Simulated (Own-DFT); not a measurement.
# How strain changes the stress of hcp Ru, 36 atoms (Ru36)

Calculated results; nothing here was measured. They come from Own-DFT, an in-house plane-wave density functional program, since retired, whose code no person has reviewed. Each row is one single-point run on a periodic cell that was not relaxed, without spin or spin-orbit coupling.

Settings of every run: PBE; PseudoDojo norm-conserving scalar-relativistic files; cutoff 50 hartree; 5 x 5 x 4 k mesh centred on Gamma; cold (Marzari-Vanderbilt) smearing of 0.2 eV.

Known limits: forces on such cells failed a check on a denser k mesh; stress not checked against mesh or cutoff.

Unstrained cell vectors in Å: (8.118, 0.000, 0.000); (-4.059, 7.030, 0.000); (0.000, 0.000, 8.563). The unstrained cell has measured lattice constants (interpolated for alloys), not those of this functional. That, the random moves and any unrelaxed bonds set the pressure at no strain. Each run strains this cell uniformly, with the atoms carried along. Every atom was also moved at random, by a Gaussian of width 0.05 Å on each axis. Strain is the symmetric tensor, in per cent. Stress is positive in tension, and the pressure is minus a third of its trace.

| run | e_xx (%) | e_yy (%) | e_zz (%) | e_yz (%) | e_xz (%) | e_xy (%) | s_xx (GPa) | s_yy (GPa) | s_zz (GPa) | s_yz (GPa) | s_xz (GPa) | s_xy (GPa) | P (GPa) | E (meV/atom) |
|---|---|---|---|---|---|---|---|---|---|---|---|---|---|---|
| 1 | -1.75 | 1.07 | 1.03 | 1.01 | -1.04 | -0.95 | -15.12 | -2.07 | -3.36 | 3.39 | -4.50 | -3.89 | 6.85 | 22.4 |
| 2 | 0.68 | 1.89 | 1.55 | -1.94 | -0.60 | -1.13 | 2.49 | 6.85 | 6.01 | -6.16 | -1.87 | -3.56 | -5.12 | 9.5 |
| 3 | 0.05 | -1.21 | -1.63 | -0.46 | 1.87 | 0.61 | -12.89 | -18.71 | -22.07 | -2.28 | 8.30 | 2.68 | 17.89 | 37.3 |
| 4 | -1.96 | 1.79 | 0.42 | 1.40 | 0.92 | 1.07 | -16.62 | -0.65 | -5.86 | 4.82 | 3.33 | 4.03 | 7.71 | 35.1 |
| 5 | -0.19 | -0.93 | -1.15 | 1.57 | 1.55 | 1.71 | -13.73 | -18.05 | -18.84 | 7.06 | 6.11 | 6.82 | 16.87 | 57.4 |
| 6 | -0.87 | 1.87 | 0.12 | 1.04 | -0.47 | 0.64 | -10.04 | 1.74 | -5.20 | 3.43 | -1.70 | 2.67 | 4.50 | 16.5 |
| 7 | -1.09 | 0.57 | 1.59 | -1.56 | 0.45 | -1.66 | -9.79 | -4.23 | 1.36 | -5.42 | 1.60 | -6.60 | 4.22 | 16.8 |
| 8 | -0.96 | 1.09 | -1.75 | 0.14 | -1.59 | 0.29 | -16.03 | -6.34 | -21.48 | 0.52 | -7.33 | 1.51 | 14.61 | 46.2 |
| 9 | 0.14 | -0.86 | 0.27 | 0.86 | -1.38 | -0.78 | -8.50 | -11.24 | -7.27 | 3.56 | -5.68 | -2.74 | 9.00 | 13.2 |
| 10 | -0.57 | 0.55 | 0.00 | -1.31 | -0.26 | -0.46 | -9.51 | -4.92 | -7.30 | -4.51 | -0.89 | -1.26 | 7.25 | 0.0 |
| 11 | -0.79 | 1.45 | -0.12 | -0.61 | 0.96 | -0.26 | -9.93 | -0.17 | -6.35 | -2.33 | 3.83 | -1.39 | 5.48 | 0.5 |
| 12 | -0.42 | -0.96 | -1.98 | -0.91 | -0.81 | -0.80 | -15.61 | -19.81 | -25.13 | -4.61 | -3.60 | -3.28 | 20.18 | 46.2 |
| 13 | -1.47 | -0.51 | -0.59 | -0.64 | -0.42 | -0.27 | -20.39 | -15.05 | -15.61 | -2.73 | -1.54 | -0.47 | 17.01 | 34.0 |
| 14 | -1.27 | 1.68 | 0.10 | 1.13 | 0.64 | 1.04 | -12.14 | -0.40 | -6.86 | 4.24 | 2.69 | 3.72 | 6.47 | 18.9 |
| 15 | -1.11 | 1.34 | 0.80 | -0.83 | 0.60 | 1.77 | -11.43 | -0.40 | -2.63 | -3.31 | 2.77 | 6.73 | 4.82 | 25.9 |
| 16 | 0.12 | 1.97 | -0.69 | 0.43 | -1.56 | -0.29 | ? | ? | ? | ? | ? | ? | ? | ? |

E is the free energy for each atom above the lowest run shown.

## Worked fit

Each stress component was fitted by least squares to a constant and the strains of the runs shown, as fractions, with shears doubled. Shear strains stay in the fit of a normal stress only where such slopes are resolved. The slopes, in GPa:

| stress | at no strain | per e_xx | per e_yy | per e_zz | scatter |
|---|---|---|---|---|---|
| s_xx | -7.9 | 637 ± 28 | 185 ± 22 | 200 ± 21 | 0.71 |
| s_yy | -8.3 | 172 ± 36 | 608 ± 28 | 207 ± 27 | 0.92 |
| s_zz | -8.5 | 173 ± 35 | 179 ± 27 | 697 ± 26 | 0.88 |

Each shear stress against twice its own strain: yz 191 ± 9, xz 207 ± 6, xy 201 ± 8 GPa. These are stiffnesses along x, y and z of the frame in which the cell vectors are given, which need not be the crystal's axes. The atoms are held to the strained lattice; where symmetry lets them move under strain, relaxing them would lower some slopes. The table should be nearly symmetric about its diagonal, and what it lacks of that shows the noise. A ninth of its sum, 340 ± 8 GPa, estimates the bulk modulus near the mean pressure of these runs, 9.2 GPa, so it lies above the value at zero pressure.

## Withheld run

Question: what normal stresses and pressure should run 16 give?

The fit gives s_xx = -4.9, s_yy = 2.4, s_zz = -9.6 and P = 4.0 GPa. The calculation gave -4.09, 2.24, -8.12 and P = 3.32 GPa.
